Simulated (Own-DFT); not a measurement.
## Calculated data, Si₃N₄ (beta silicon nitride, strained, atoms displaced)

All values are calculated (Own-DFT development build). A calculation, not a measurement: plane-wave PBE density functional theory by an unreviewed code, no spin, of a simulated periodic cell, stress positive in tension, free energy of the whole cell less one offset for each atom, forces on such cells moved up to 12 meV/angstrom on a denser k mesh; offsets are fitted by least squares, one for each functional and potential file, so energies compare only between cells with the same atoms and settings and are not formation energies; the far tail of each file's local potential was reset to the Coulomb form; each entry is a single point on an unrelaxed cell, so the pressure reflects the starting lattice, mostly measured values (interpolated for alloys), from which strain is counted, and rises with the displacements; printed positions are rounded, which can move forces by about a meV/angstrom; the program, named Own-DFT, is a retired in-house code; no spin-orbit coupling; before rounding, a Quantum ESPRESSO 7.3.1 run of the same cell and cutoff gave forces within 1 meV/angstrom rms on each cell, which checks the program and not the settings.

```json
{"formula": "Si3N4", "kind": "beta silicon nitride, strained, atoms displaced", "structure": {"cell_angstrom": [[15.2423, -0.2185, 0.1425], [-7.8103, 13.5214, 0.1778], [0.0545, 0.11, 5.8389]], "atoms_fractional": [["Si", 0.08623, 0.3814, 0.13165], ["Si", 0.11844, 0.20298, 0.12676], ["Si", 0.29557, 0.41096, 0.13403], ["Si", 0.41181, 0.11485, 0.37101], ["Si", 0.38945, 0.29512, 0.37124], ["Si", 0.20537, 0.08635, 0.37543], ["N", 0.1662, 0.01701, 0.12363], ["N", 0.48308, 0.1508, 0.13175], ["N", 0.34937, 0.33694, 0.13737], ["N", 0.33235, 0.48081, 0.39096], ["N", 0.01479, 0.3489, 0.35335], ["N", 0.15183, 0.1701, 0.38948], ["N", 0.1699, 0.33526, 0.13331], ["N", 0.33683, 0.16515, 0.39354], ["Si", 0.08966, 0.38552, 0.63501], ["Si", 0.12034, 0.20215, 0.63096], ["Si", 0.30095, 0.41311, 0.62636], ["Si", 0.41341, 0.11282, 0.87193], ["Si", 0.39028, 0.29955, 0.87166], ["Si", 0.20493, 0.09278, 0.88051], ["N", 0.166, 0.01765, 0.62164], ["N", 0.48007, 0.14305, 0.61638], ["N", 0.34767, 0.32927, 0.63057], ["N", 0.33803, 0.49141, 0.8592], ["N", 0.02489, 0.35581, 0.86895], ["N", 0.14472, 0.16501, 0.86877], ["N", 0.16291, 0.3299, 0.62072], ["N", 0.34048, 0.17541, 0.87385], ["Si", 0.08613, 0.88874, 0.12785], ["Si", 0.11962, 0.70188, 0.12014], ["Si", 0.29571, 0.91397, 0.12466], ["Si", 0.41694, 0.61895, 0.37886], ["Si", 0.38421, 0.78646, 0.37694], ["Si", 0.19537, 0.57802, 0.37623], ["N", 0.1625, 0.51173, 0.12784], ["N", 0.48451, 0.65314, 0.11962], ["N", 0.35099, 0.82904, 0.12706], ["N", 0.33865, 0.98427, 0.37446], ["N", 0.01481, 0.85173, 0.38498], ["N", 0.15154, 0.66488, 0.38149], ["N", 0.16282, 0.8346, 0.12249], ["N", 0.3299, 0.66446, 0.37081], ["Si", 0.08865, 0.88299, 0.63083], ["Si", 0.12392, 0.70618, 0.62126], ["Si", 0.29666, 0.91613, 0.61045], ["Si", 0.41422, 0.61507, 0.86955], ["Si", 0.37852, 0.79076, 0.88954], ["Si", 0.20905, 0.58829, 0.86477], ["N", 0.16226, 0.5134, 0.62697], ["N", 0.48187, 0.64908, 0.63005], ["N", 0.3429, 0.83559, 0.63439], ["N", 0.33292, 0.98676, 0.86727], ["N", 0.02173, 0.85679, 0.87821], ["N", 0.1453, 0.66336, 0.86836], ["N", 0.17171, 0.83386, 0.62456], ["N", 0.32956, 0.65917, 0.87515], ["Si", 0.58787, 0.38641, 0.13359], ["Si", 0.61373, 0.20818, 0.11799], ["Si", 0.79053, 0.41091, 0.13554], ["Si", 0.91222, 0.10909, 0.39628], ["Si", 0.88414, 0.29755, 0.38944], ["Si", 0.70436, 0.08952, 0.38271], ["N", 0.67049, 0.01669, 0.12601], ["N", 0.98208, 0.14698, 0.14421], ["N", 0.85082, 0.33321, 0.12703], ["N", 0.8338, 0.48738, 0.37523], ["N", 0.5164, 0.35084, 0.37275], ["N", 0.64969, 0.16475, 0.38946], ["N", 0.6696, 0.34267, 0.11707], ["N", 0.83679, 0.17314, 0.36087], ["Si", 0.59047, 0.39059, 0.62534], ["Si", 0.61408, 0.2029, 0.62296], ["Si", 0.79547, 0.41181, 0.6224], ["Si", 0.90967, 0.11237, 0.87647], ["Si", 0.88877, 0.30215, 0.87572], ["Si", 0.6999, 0.09234, 0.8744], ["N", 0.66233, 0.01687, 0.62778], ["N", 0.98685, 0.15398, 0.632], ["N", 0.84827, 0.33461, 0.6269], ["N", 0.83019, 0.47957, 0.87837], ["N", 0.51593, 0.35155, 0.87299], ["N", 0.6474, 0.16987, 0.8801], ["N", 0.6702, 0.33303, 0.64103], ["N", 0.83715, 0.16817, 0.87833], ["Si", 0.58693, 0.88455, 0.12502], ["Si", 0.61919, 0.70155, 0.11888], ["Si", 0.79701, 0.91598, 0.13067], ["Si", 0.91292, 0.617, 0.38386], ["Si", 0.88749, 0.79835, 0.37709], ["Si", 0.69041, 0.58079, 0.37357], ["N", 0.66834, 0.51555, 0.14021], ["N", 0.99139, 0.65602, 0.12351], ["N", 0.8436, 0.83183, 0.12646], ["N", 0.8279, 0.97634, 0.36596], ["N", 0.50965, 0.85426, 0.37562], ["N", 0.64876, 0.66613, 0.37107], ["N", 0.66804, 0.83389, 0.13299], ["N", 0.83785, 0.66601, 0.36365], ["Si", 0.58263, 0.88409, 0.62715], ["Si", 0.61208, 0.70181, 0.60799], ["Si", 0.79768, 0.91168, 0.62468], ["Si", 0.91797, 0.61768, 0.85731], ["Si", 0.88273, 0.79917, 0.86558], ["Si", 0.69963, 0.58484, 0.87852], ["N", 0.66751, 0.51241, 0.61648], ["N", 0.9843, 0.65964, 0.63237], ["N", 0.85043, 0.83253, 0.63484], ["N", 0.83016, 0.98436, 0.87112], ["N", 0.51367, 0.84455, 0.88293], ["N", 0.65585, 0.66767, 0.87921], ["N", 0.66503, 0.83174, 0.62758], ["N", 0.83341, 0.66741, 0.8675]]}, "settings": {"functional": "PBE", "potential_files": "PseudoDojo norm-conserving, scalar-relativistic, standard set", "wave_cutoff [hartree]": 42.0, "occupations": "Fermi-Dirac", "smearing_width [eV]": 0.1, "k_mesh": "2 x 2 x 4 centred on Gamma"}, "results": {"free_energy_of_cell_above_offsets [eV]": "-8.577", "pressure [GPa]": 2.55, "stress_xx [GPa]": -2.65, "stress_yy [GPa]": 1.31, "stress_zz [GPa]": -6.32, "stress_yz [GPa]": 6.12, "stress_xz [GPa]": 4.52, "stress_xy [GPa]": -6.12, "force_element": ["Si", "Si", "Si", "Si", "Si", "Si", "N", "N", "N", "N", "N", "N", "N", "N", "Si", "Si", "Si", "Si", "Si", "Si", "N", "N", "N", "N", "N", "N", "N", "N", "Si", "Si", "Si", "Si", "Si", "Si", "N", "N", "N", "N", "N", "N", "N", "N", "Si", "Si", "Si", "Si", "Si", "Si", "N", "N", "N", "N", "N", "N", "N", "N", "Si", "Si", "Si", "Si", "Si", "Si", "N", "N", "N", "N", "N", "N", "N", "N", "Si", "Si", "Si", "Si", "Si", "Si", "N", "N", "N", "N", "N", "N", "N", "N", "Si", "Si", "Si", "Si", "Si", "Si", "N", "N", "N", "N", "N", "N", "N", "N", "Si", "Si", "Si", "Si", "Si", "Si", "N", "N", "N", "N", "N", "N", "N", "N"], "force_x [eV/angstrom]": [2.409, -1.898, 0.913, -0.083, -3.506, -1.378, -0.076, 0.64, 1.928, 0.596, -1.638, 2.635, -1.262, -1.264, 1.873, -3.5, -0.946, -1.478, -3.056, 0.498, 0.187, 1.395, 0.174, 0.371, -3.724, 2.947, 1.712, -0.202, 1.232, -1.184, 0.811, -2.269, -4.914, 0.01, 0.176, 1.047, -2.542, -0.339, 1.284, 0.488, 1.709, 1.625, 1.143, -2.036, 1.871, -1.73, -0.061, -4.893, 0.25, 1.857, 3.177, 0.251, -2.671, 2.92, -2.92, 2.868, 0.412, 1.512, 5.457, -1.821, 0.363, 0.261, -1.054, 1.309, -1.718, 0.345, 0.972, -0.678, -2.893, 0.637, 1.438, -0.402, 1.644, 0.269, 0.477, 1.771, -0.124, 0.013, 0.465, 0.565, 2.115, 0.808, -3.598, -1.903, 0.901, -1.889, 0.612, 0.977, -1.645, 3.496, -1.234, -1.717, 1.102, 0.709, 3.345, 0.584, -1.335, -3.874, 1.164, 0.932, -0.353, -3.571, 2.386, 2.237, -1.052, 4.208, -2.295, 0.689, -0.704, -1.171, -0.714, 0.146], "force_y [eV/angstrom]": [1.384, 0.675, 2.132, -1.167, -0.589, 1.441, 1.006, 0.45, -0.928, 3.409, -0.435, -2.091, -1.81, 0.806, -0.629, 2.514, -2.549, 0.978, 0.144, -0.111, -0.906, 1.414, 0.892, -3.361, -2.021, -1.526, 1.069, -2.897, -1.351, 1.328, -1.511, -2.254, 2.788, 2.086, 0.94, -0.172, 1.328, 1.684, 1.074, -0.813, 0.012, -2.464, 0.892, 0.597, -1.355, 0.151, 0.554, -2.854, 0.113, 1.25, -2.049, -0.477, -1.163, -1.287, -0.208, 3.944, 0.477, 0.36, 2.553, 1.609, -0.087, 0.673, -0.124, -0.021, 1.057, -0.86, 0.379, 0.616, -4.798, -3.079, -3.594, 0.506, 1.417, 1.273, -1.169, -0.373, -0.739, -1.17, 0.398, 2.324, 1.524, -0.948, -1.046, 0.777, 0.432, 2.492, -2.745, 0.51, -2.231, 3.963, -1.276, -1.651, 0.442, 3.859, 0.701, -1.438, -1.294, 0.83, 0.37, 1.926, -1.238, -2.204, -1.976, 1.416, 1.903, 1.322, 1.778, -0.231, -0.067, -0.893, -0.37, -0.337], "force_z [eV/angstrom]": [-3.734, 1.22, -0.434, 1.623, 1.409, -0.132, 1.015, -2.826, -1.481, -3.96, 6.658, -3.237, -0.719, -1.254, -4.951, -1.764, 2.146, 0.554, 1.27, -2.146, 1.889, 0.522, -0.932, 2.281, 3.752, 3.653, 0.673, 0.644, 0.079, 0.859, -0.454, -0.868, 1.103, -1.467, -0.771, 0.165, 1.686, -3.147, -0.178, -1.682, 0.378, 0.393, -1.071, 0.042, 3.698, 2.877, -3.052, 1.353, 0.558, -2.909, -0.239, 0.617, 0.749, 0.679, -0.317, -0.044, -2.637, 2.384, -0.747, -1.716, -2.72, -2.034, 0.429, -2.411, 0.709, 0.219, 2.13, -2.745, 0.708, 1.565, -0.13, 0.34, 1.572, 1.865, 0.837, 0.597, 1.101, -0.15, 0.656, -1.234, 1.457, -0.62, -1.194, -0.634, 0.139, -0.311, -2.822, -2.119, -0.72, 0.291, -2.613, -0.193, 0.052, 3.592, 0.87, 0.176, -0.271, 0.5, -0.189, 3.024, 0.943, 7.39, 4.458, -0.578, 2.369, -5.522, -3.607, -0.448, -0.224, -2.364, -0.237, 0.041]}}
```
